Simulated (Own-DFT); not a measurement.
Simulation results for Hf$_{16}$O$_{31}$ (monoclinic hafnia with two neutral oxygen vacancies, atoms displaced), Hf$_{16}$O$_{31}$ (monoclinic hafnia with two neutral oxygen vacancies, strained, atoms displaced)

A calculation, not a measurement: plane-wave PBE and HSE06 DFT by an unreviewed code, no spin, of a simulated cell at Gamma alone, so results move with cell size and shape, stress positive in tension, energies less offsets, not probed for a lower state with spin; hafnium file: forces about 75 meV/angstrom off all-electron values; oxygen file: force components 24 meV/angstrom off all-electron in a glass; k mesh not checked against a denser one; forces and stress are PBE's, HSE06 gives the energy alone, and its difference from PBE has offsets of its own; offsets are fitted by least squares, one for each functional and potential file, so energies compare only between cells with the same atoms and settings and are not formation energies; the far tail of each file's local potential was reset to the Coulomb form; each entry is a single point on an unrelaxed cell, so the pressure reflects the starting lattice, mostly measured values, from which strain is counted, and rises with the displacements; printed positions are rounded, which can move forces by about a meV/angstrom; the program is a retired in-house code; no spin-orbit coupling. Program: Own-DFT development build.

Settings shared by all entries: first functional PBE; second functional HSE06; exact exchange share 0.25; screening 0.11 1/bohr; exchange divergence Gygi-Baldereschi; potential files PseudoDojo norm-conserving, scalar-relativistic, made for PBE, standard set; wave cutoff 48 hartree; occupations fixed; k mesh 1 x 1 x 1 centred on Gamma.

(1) Hf$_{16}$O$_{31}$ (monoclinic hafnia with two neutral oxygen vacancies, atoms displaced)

```
Hf16O31
1.0
     10.2340     0.0000     0.0000
      0.0000    10.3500     0.0000
     -1.6955     0.0000    10.4453
Hf O Hf O Hf O Hf O Hf O Hf O Hf O Hf O
4 7 4 7 4 8 4 8 4 8 4 8 4 8 4 8
Direct
  0.14150 0.01752 0.10810
  0.36232 0.26833 0.14926
  0.35944 0.48220 0.39044
  0.13429 0.23188 0.35073
  0.04177 0.16603 0.17607
  0.46304 0.41945 0.07551
  0.46511 0.33501 0.32726
  0.03582 0.07937 0.42102
  0.22776 0.37865 0.24030
  0.27070 0.12350 0.25904
  0.23110 0.37399 0.49120
  0.13479 0.02464 0.60750
  0.36196 0.27076 0.64756
  0.36503 0.47603 0.89565
  0.13756 0.22908 0.85440
  0.03200 0.16692 0.67765
  0.46614 0.41830 0.57643
  0.46301 0.33487 0.82722
  0.03775 0.08331 0.92533
  0.22121 0.37907 0.74004
  0.27223 0.12871 0.50589
  0.27054 0.11773 0.75928
  0.13881 0.52234 0.10564
  0.35838 0.76827 0.14652
  0.36524 0.97979 0.39663
  0.13938 0.73137 0.35464
  0.04071 0.66329 0.16849
  0.46198 0.91999 0.07903
  0.46593 0.83617 0.32883
  0.03805 0.58039 0.42602
  0.22617 0.88202 0.24454
  0.27347 0.62757 0.01489
  0.27662 0.62209 0.26074
  0.22026 0.87321 0.48941
  0.14011 0.52243 0.60686
  0.36163 0.76617 0.64217
  0.36210 0.98020 0.89617
  0.13326 0.73268 0.85276
  0.03779 0.66677 0.67446
  0.46431 0.91440 0.57650
  0.46572 0.83328 0.82854
  0.04235 0.58492 0.92659
  0.22867 0.87977 0.74044
  0.27354 0.63078 0.50456
  0.27432 0.62245 0.76454
  0.22392 0.87377 0.99082
  0.63730 0.02053 0.10502
  0.86347 0.27310 0.15015
  0.86368 0.47691 0.39209
  0.63788 0.23557 0.34550
  0.54145 0.16235 0.17277
  0.96006 0.42077 0.07919
  0.96012 0.33413 0.33255
  0.53713 0.08468 0.42664
  0.72738 0.37858 0.23964
  0.78048 0.13067 0.01067
  0.77602 0.12140 0.26028
  0.72812 0.36980 0.49224
  0.63775 0.01543 0.60210
  0.86515 0.27243 0.64556
  0.86713 0.47847 0.89659
  0.63962 0.23140 0.85890
  0.53517 0.16824 0.67353
  0.96496 0.41174 0.57313
  0.96191 0.33294 0.82474
  0.54008 0.07972 0.92581
  0.72200 0.38329 0.74090
  0.77333 0.13103 0.50904
  0.77697 0.12057 0.75956
  0.72758 0.36830 0.98839
  0.64110 0.51943 0.10283
  0.85664 0.76315 0.14814
  0.86513 0.97730 0.39939
  0.63038 0.72678 0.35444
  0.53736 0.66586 0.17063
  0.96250 0.91867 0.07450
  0.96026 0.83680 0.32875
  0.53742 0.58333 0.42139
  0.72635 0.87750 0.23731
  0.77579 0.63229 0.00784
  0.77258 0.62043 0.26084
  0.72793 0.86959 0.48789
  0.63480 0.51877 0.60655
  0.85903 0.77332 0.63906
  0.86020 0.97783 0.89349
  0.63743 0.73338 0.85165
  0.54294 0.65914 0.67213
  0.96520 0.91739 0.57870
  0.96386 0.83784 0.83095
  0.54029 0.58198 0.92373
  0.72867 0.87288 0.73942
  0.77077 0.62954 0.51100
  0.76796 0.62090 0.76136
  0.72169 0.87010 0.99144
```

```
PBE energy of cell above offsets : -91.140 eV
HSE06 less PBE above offsets     : 0.419 eV
PBE pressure                     : 4.26 GPa
PBE stress xx                    : -4.63 GPa
PBE stress yy                    : -4.25 GPa
PBE stress zz                    : -3.88 GPa
PBE stress yz                    : -0.9 GPa
PBE stress xz                    : -0.45 GPa
PBE stress xy                    : 1.16 GPa
```

Force:
| element | x (eV/Å) | y (eV/Å) | z (eV/Å) |
| --- | --- | --- | --- |
| Hf | -0.945 | 0.628 | -1.06 |
| Hf | 0.162 | -0.009 | -0.94 |
| Hf | 0.662 | -0.745 | 1.323 |
| Hf | 0.603 | -0.868 | 1.183 |
| O | -1.393 | 0.935 | -0.292 |
| O | -0.114 | -0.706 | 0.681 |
| O | 0.206 | -0.004 | -0.151 |
| O | 0.168 | 0.747 | 0.256 |
| O | -0.482 | 0.272 | -0.581 |
| O | 1.264 | -0.274 | 0 |
| O | -0.637 | -0.129 | -0.385 |
| Hf | 0.754 | -0.466 | -0.707 |
| Hf | 0.654 | -0.008 | -0.805 |
| Hf | -0.505 | 0.689 | 0.338 |
| Hf | -0.248 | -0.253 | 0.831 |
| O | 0.466 | -0.494 | -0.679 |
| O | -0.865 | -0.52 | -0.028 |
| O | 0.45 | -0.608 | -0.004 |
| O | 0.421 | 0.349 | -0.235 |
| O | 0.06 | -0.073 | 0.312 |
| O | 0.104 | 0.347 | 0.753 |
| O | 0.46 | 0.658 | 0.633 |
| Hf | 0.487 | -0.677 | -0.391 |
| Hf | 0.966 | 0.541 | -0.564 |
| Hf | -0.676 | 0.911 | 0.275 |
| Hf | -0.949 | 0.259 | 0.104 |
| O | -1.225 | 1.316 | 1.018 |
| O | -0.37 | -0.45 | 0.224 |
| O | -0.111 | -0.439 | -0.282 |
| O | -0.062 | 0.593 | -0.718 |
| O | 0.045 | -0.796 | -0.211 |
| O | 0.55 | 0.161 | -0.133 |
| O | 0.094 | 0.281 | 0.078 |
| O | 0.338 | -0.451 | 0.13 |
| Hf | -0.484 | -0.597 | -0.372 |
| Hf | 0.056 | 0.61 | 0.966 |
| Hf | 0.233 | -0.329 | 0.11 |
| Hf | 0.597 | 0.115 | 0.419 |
| O | -0.758 | 0.313 | -0.299 |
| O | -0.03 | -0.399 | 0.172 |
| O | -0.219 | -0.084 | -0.535 |
| O | -1 | -0.633 | -0.57 |
| O | -0.29 | -0.23 | -0.359 |
| O | 0.389 | 0.072 | 0.692 |
| O | 0.568 | -0.043 | -0.623 |
| O | 0.104 | -0.213 | -0.005 |
| Hf | 1.432 | -1.069 | -0.047 |
| Hf | 0.252 | -1.691 | -1.245 |
| Hf | -1.141 | 1.26 | 1.97 |
| Hf | 0.34 | -1.316 | 2.437 |
| O | -1.769 | 1.472 | -0.037 |
| O | 0.715 | -0.055 | 0.324 |
| O | 1.293 | -1.064 | -0.773 |
| O | -0.33 | 0.028 | -0.678 |
| O | -0.489 | 0.225 | -0.349 |
| O | -0.322 | 0.147 | 0.259 |
| O | 0.392 | 0.093 | 0.062 |
| O | -0.166 | 0.269 | -0.986 |
| Hf | 0.283 | 1.949 | 0.292 |
| Hf | -1.811 | -0.312 | -0.457 |
| Hf | -0.939 | 0.753 | -0.741 |
| Hf | 0.41 | -0.819 | -1.203 |
| O | -0.066 | -0.41 | 0.069 |
| O | 1.063 | 0.864 | 0.343 |
| O | 0.549 | 0.302 | 0.743 |
| O | -0.53 | 0.503 | -0.682 |
| O | 0.302 | -0.834 | 0.351 |
| O | 0.257 | -0.382 | 0.189 |
| O | -0.402 | -0.15 | 0.156 |
| O | -0.254 | 0.649 | 0.604 |
| Hf | -0.675 | 0.587 | -0.717 |
| Hf | 0.705 | 1.999 | -0.654 |
| Hf | -0.986 | 1.247 | -1.125 |
| Hf | 1.483 | 0.406 | -0.219 |
| O | -0.71 | 0.309 | 0.067 |
| O | -0.063 | -0.809 | 0.779 |
| O | 1.594 | -1.737 | -0.284 |
| O | -1.178 | -0.581 | -0.27 |
| O | -0.512 | -0.014 | 0.231 |
| O | 0.25 | -0.663 | 0.497 |
| O | 0.524 | -0.246 | -0.139 |
| O | -0.677 | 0.122 | 0.259 |
| Hf | 1.821 | -0.893 | -0.428 |
| Hf | 0.015 | -1.414 | 1.004 |
| Hf | 0.103 | 0.845 | 1.309 |
| Hf | 0.327 | -0.995 | 0.855 |
| O | -2.89 | 2.39 | 0.069 |
| O | 0.085 | -0.07 | 0.347 |
| O | 0.755 | -0.98 | -0.909 |
| O | -0.441 | -0.038 | -0.153 |
| O | -0.61 | 0.704 | -0.559 |
| O | 0.686 | 0.143 | -0.023 |
| O | 1.684 | -0.123 | 0.303 |
| O | 0.144 | 0.108 | -0.41 |

(2) Hf$_{16}$O$_{31}$ (monoclinic hafnia with two neutral oxygen vacancies, strained, atoms displaced)

```
Hf16O31
1.0
     10.0947    -0.0547     0.1754
     -0.0553    10.2341     0.1652
     -1.4934     0.1758    10.5357
Hf O Hf O Hf O Hf O Hf O Hf O Hf O Hf O
4 7 4 8 4 8 4 8 4 7 4 8 4 8 4 8
Direct
  0.14927 0.02796 0.10160
  0.38297 0.27699 0.14830
  0.36251 0.48356 0.39739
  0.14130 0.23514 0.35038
  0.03341 0.16334 0.17073
  0.46678 0.41266 0.07502
  0.04323 0.07368 0.43198
  0.21950 0.37343 0.23457
  0.27181 0.12804 0.02484
  0.29327 0.12023 0.25333
  0.22751 0.37544 0.49864
  0.14301 0.01313 0.60306
  0.36882 0.27534 0.62982
  0.35607 0.48294 0.89959
  0.13196 0.21902 0.84898
  0.02889 0.15740 0.67415
  0.46128 0.41874 0.57507
  0.46621 0.33396 0.81679
  0.03834 0.08462 0.92979
  0.21942 0.38310 0.73935
  0.27923 0.14430 0.51276
  0.26872 0.12544 0.76453
  0.23932 0.38094 0.98788
  0.15233 0.51438 0.10043
  0.37141 0.77518 0.15738
  0.35633 0.99298 0.39306
  0.14822 0.72292 0.34627
  0.03184 0.66949 0.18279
  0.45731 0.92358 0.07135
  0.46893 0.83959 0.33944
  0.03550 0.59806 0.41893
  0.22700 0.86962 0.23602
  0.27916 0.63251 0.01801
  0.26402 0.62094 0.25137
  0.23743 0.86939 0.49045
  0.12800 0.51696 0.59885
  0.36182 0.77006 0.65122
  0.35557 0.97414 0.89751
  0.13867 0.73697 0.87498
  0.04796 0.65326 0.67148
  0.47180 0.91325 0.56679
  0.45918 0.83779 0.81661
  0.03132 0.58044 0.93879
  0.20875 0.87894 0.74188
  0.26727 0.63232 0.49675
  0.25561 0.62471 0.75714
  0.22525 0.87053 0.99762
  0.64338 0.02319 0.10827
  0.85868 0.27074 0.13263
  0.85534 0.47810 0.40485
  0.64708 0.23192 0.35667
  0.95442 0.40570 0.06576
  0.95266 0.32264 0.32541
  0.52474 0.08727 0.42488
  0.71901 0.37526 0.24328
  0.79026 0.12445 0.01946
  0.77880 0.12706 0.24763
  0.72626 0.38265 0.48863
  0.64945 0.02982 0.59793
  0.85567 0.27311 0.65148
  0.85753 0.46235 0.89559
  0.63244 0.23945 0.85041
  0.53949 0.15694 0.67117
  0.95997 0.40745 0.57181
  0.96314 0.32352 0.82798
  0.52876 0.09560 0.92209
  0.72900 0.38440 0.72752
  0.78790 0.12893 0.50591
  0.77328 0.10175 0.75979
  0.72257 0.37341 0.97169
  0.62638 0.51200 0.10725
  0.86496 0.75509 0.14998
  0.86667 0.98640 0.38551
  0.63803 0.72184 0.34724
  0.52575 0.67550 0.17804
  0.96181 0.92634 0.08503
  0.96784 0.83030 0.32376
  0.53001 0.59470 0.40764
  0.71981 0.88133 0.23844
  0.76957 0.61516 0.00368
  0.77294 0.63174 0.26455
  0.72340 0.87459 0.49784
  0.65590 0.52849 0.61917
  0.86590 0.76552 0.64659
  0.87839 0.97064 0.90250
  0.63682 0.73321 0.85042
  0.52652 0.68015 0.66329
  0.95541 0.92073 0.58030
  0.95840 0.83658 0.82524
  0.52712 0.58245 0.93110
  0.71759 0.86595 0.73984
  0.79438 0.62327 0.51150
  0.78196 0.60993 0.75704
  0.71939 0.88183 0.99013
```

```
PBE energy of cell above offsets : -76.541 eV
HSE06 less PBE above offsets     : 0.798 eV
PBE pressure                     : 12.18 GPa
PBE stress xx                    : -13.6 GPa
PBE stress yy                    : -14.7 GPa
PBE stress zz                    : -8.24 GPa
PBE stress yz                    : 4.76 GPa
PBE stress xz                    : 4.27 GPa
PBE stress xy                    : -3.74 GPa
```

Force:
| element | x (eV/Å) | y (eV/Å) | z (eV/Å) |
| --- | --- | --- | --- |
| Hf | -3.935 | -2.611 | 4.029 |
| Hf | -2.804 | -4.575 | 1.724 |
| Hf | -0.113 | 0.643 | 0.022 |
| Hf | -1.893 | -0.786 | 0.139 |
| O | 0.784 | 0.603 | 0.931 |
| O | 0.985 | 1.566 | -1.142 |
| O | 0.971 | 1.418 | -1.805 |
| O | 1.253 | 0.236 | 0.592 |
| O | 3.461 | 2.584 | -3.188 |
| O | -1.722 | 0.985 | 0.527 |
| O | -0.305 | -0.497 | -2.722 |
| Hf | -1.37 | 0.803 | 0.28 |
| Hf | -2.041 | -2.034 | 4.232 |
| Hf | 1.215 | 1.002 | -5.141 |
| Hf | 2.053 | 2.291 | -1.109 |
| O | 0.056 | 0.409 | 0.457 |
| O | 3.299 | 3.066 | -1.255 |
| O | -0.665 | 1.499 | 0.489 |
| O | -0.099 | -0.709 | -0.031 |
| O | 0.445 | -0.515 | -0.076 |
| O | -0.579 | -1.923 | -1.567 |
| O | 1.16 | -1.347 | -0.172 |
| O | -3.101 | -2.207 | 1.451 |
| Hf | -3.26 | 0.872 | 0.525 |
| Hf | -2.234 | 1.875 | -0.409 |
| Hf | 1.255 | -3.658 | 1.287 |
| Hf | -1.947 | 3.513 | 1.828 |
| O | 1.404 | -2.545 | -2.165 |
| O | 1.073 | 0.331 | 0.632 |
| O | -0.344 | -0.109 | -1.966 |
| O | -2.626 | -3.411 | 1.095 |
| O | -0.348 | 2.35 | 0.08 |
| O | 0.641 | 0.114 | -0.826 |
| O | 2.393 | -2.392 | -0.031 |
| O | -1.698 | 0.704 | 0.482 |
| Hf | 2.195 | -0.007 | 0.126 |
| Hf | -1.447 | 1.529 | -2.701 |
| Hf | 1.829 | 1.957 | -1.12 |
| Hf | -0.516 | -1.9 | -2.867 |
| O | -4.63 | 3.319 | 1.101 |
| O | -0.599 | 0.507 | 1.438 |
| O | 0.009 | 0.188 | 1.707 |
| O | 0.71 | 1.133 | -0.947 |
| O | 0.569 | -0.291 | 1.103 |
| O | 1.743 | -1.109 | 1.4 |
| O | 2.543 | -0.195 | 2.331 |
| O | -0.593 | -0.115 | -0.734 |
| Hf | -0.026 | -0.245 | -1.039 |
| Hf | -0.434 | -2.556 | 2.849 |
| Hf | 4.082 | 0.863 | -3.492 |
| Hf | -0.987 | -0.741 | -0.616 |
| O | 3.076 | 2.098 | 0.41 |
| O | 1.118 | 0.599 | 0.582 |
| O | 3.084 | 2.782 | -0.5 |
| O | 0.322 | 1.424 | -1.321 |
| O | -1.157 | 0.713 | -1.451 |
| O | -1.835 | -1.073 | 2.129 |
| O | -3.06 | -1.868 | 1.229 |
| Hf | -1.805 | -4.273 | 0.789 |
| Hf | 2.587 | -3.724 | -1.253 |
| Hf | 3.361 | 4.284 | -0.958 |
| Hf | -0.861 | -4.032 | -0.595 |
| O | -0.887 | 2.24 | 0.156 |
| O | 0.524 | 0.259 | 0.146 |
| O | -0.871 | 0.456 | -0.545 |
| O | 0.054 | -0.292 | 0.896 |
| O | -1.117 | -1.381 | 2.045 |
| O | -0.396 | 1.613 | -0.434 |
| O | 0.431 | 2.115 | 0.389 |
| O | -3.075 | -1.386 | 2.379 |
| Hf | 2.239 | 3.017 | 0.311 |
| Hf | 0.08 | 3.13 | -0.711 |
| Hf | 0.168 | -2.721 | 0.756 |
| Hf | 0.345 | 5.882 | 2.193 |
| O | 3.652 | -3.502 | -0.935 |
| O | 0.142 | -1.538 | -0.535 |
| O | -1.097 | 1.346 | 0.482 |
| O | -1.646 | -3.57 | 2.296 |
| O | 0.261 | 0.384 | -0.19 |
| O | -0.181 | 1.138 | 0.912 |
| O | 0.536 | -2.973 | -0.703 |
| O | 0.795 | -1.178 | -1.624 |
| Hf | -3.057 | 1.284 | -3.719 |
| Hf | 0.745 | 1.589 | -1.001 |
| Hf | -3.929 | 2.207 | 0.808 |
| Hf | -0.177 | 0.879 | 0.898 |
| O | 3.469 | -3.502 | 0.953 |
| O | 1.238 | -0.208 | 0.058 |
| O | 2.402 | -2.904 | -0.431 |
| O | 0.813 | 0.826 | -0.388 |
| O | 0.692 | -0.049 | -0.388 |
| O | -1.837 | 0.836 | 0.913 |
| O | -0.689 | 0.988 | 0.808 |
| O | -0.273 | -1.791 | -0.6 |
